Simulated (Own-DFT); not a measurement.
# Point defects and the pressure they add: zincblende GaAs

Source: density functional calculations with Own-DFT, an unreviewed in-house program that is no longer used. Nothing was measured or relaxed, and spin and spin-orbit coupling are left out.

Method: PBE; PseudoDojo norm-conserving scalar-relativistic files; cutoff 42 hartree; 3 x 3 x 3 k mesh centred on Gamma; Fermi-Dirac smearing of 0.1 eV.

Limits (not all hold for every row): not probed for a lower state with spin; forces on such cells failed a check on a denser k mesh; forces not confirmed at this smearing and k mesh; forces on such cells passed a denser k mesh, each cell not checked; stress not checked against mesh or cutoff.

All runs share one cell, with vectors in Å (11.307, 0.000, 0.000); (0.000, 11.307, 0.000); (0.000, 0.000, 11.307) and a volume of 1445.4 Å³. u is the rms random offset of the atoms per axis. The defect's site can differ from row to row.

| cell | formula | u (Å) | P (GPa) |
|---|---|---|---|
| no defect | As32Ga32 | 0.0186 | 3.51 |
| no defect | As32Ga32 | 0.0194 | 3.51 |
| no defect | As32Ga32 | 0.0510 | 4.01 |
| one In on a Ga site | As32Ga31In | 0.0304 | 4.31 |
| one In on a Ga site | As32Ga31In | 0.0313 | 4.33 |
| one In on a Ga site | As32Ga31In | 0.0474 | 4.48 |
| two Ga vacancies | As32Ga30 | 0.0293 | 3.00 |
| two Ga vacancies | As32Ga30 | 0.0296 | 3.00 |
| two Ga vacancies | As32Ga30 | 0.0322 | 2.90 |
| two As on a Ga site each | As34Ga30 | 0.0282 | 4.76 |
| two As on a Ga site each | As34Ga30 | 0.0288 | 4.79 |
| two As on a Ga site each | As34Ga30 | 0.0293 | ? |
| two As on a Ga site each | As34Ga30 | 0.0294 | 4.81 |
| one Al on a Ga site | AlAs32Ga31 | 0.0494 | 4.01 |
| one Al on a Ga site | AlAs32Ga31 | 0.0495 | 3.92 |
| one Al on a Ga site | AlAs32Ga31 | 0.0508 | 3.86 |

## Analysis

P = P0 + c u² + a shift for each defect gives P0 = 3.46 GPa, c = 192 ± 30 GPa/Å² and a scatter of 0.06 GPa. The shifts, and each times the cell's volume:

- two As on a Ga site each: 1.16 ± 0.05 GPa, 10.5 eV (5.2 eV for each of its 2 sites)
- one In on a Ga site: 0.65 ± 0.05 GPa, 5.8 eV
- one Al on a Ga site: -0.01 ± 0.07 GPa, -0.1 eV (not resolved)
- two Ga vacancies: -0.67 ± 0.05 GPa, -6.1 eV (-3.0 eV for each of its 2 sites)

A positive shift means that the defect pushes the cell outwards. Shift times volume (160.2 GPa Å³ is 1 eV) depends little on the cell's size, so, taken for each site, it can be compared between cells at like pressure. The atoms around the defects weren't relaxed, which would change these numbers.

## The run left out

The question: what pressure belongs in the blank (two As on a Ga site each, u = 0.0293 Å)?

The fit gives 4.79 ± 0.07 GPa. The run itself gave 4.79 GPa.
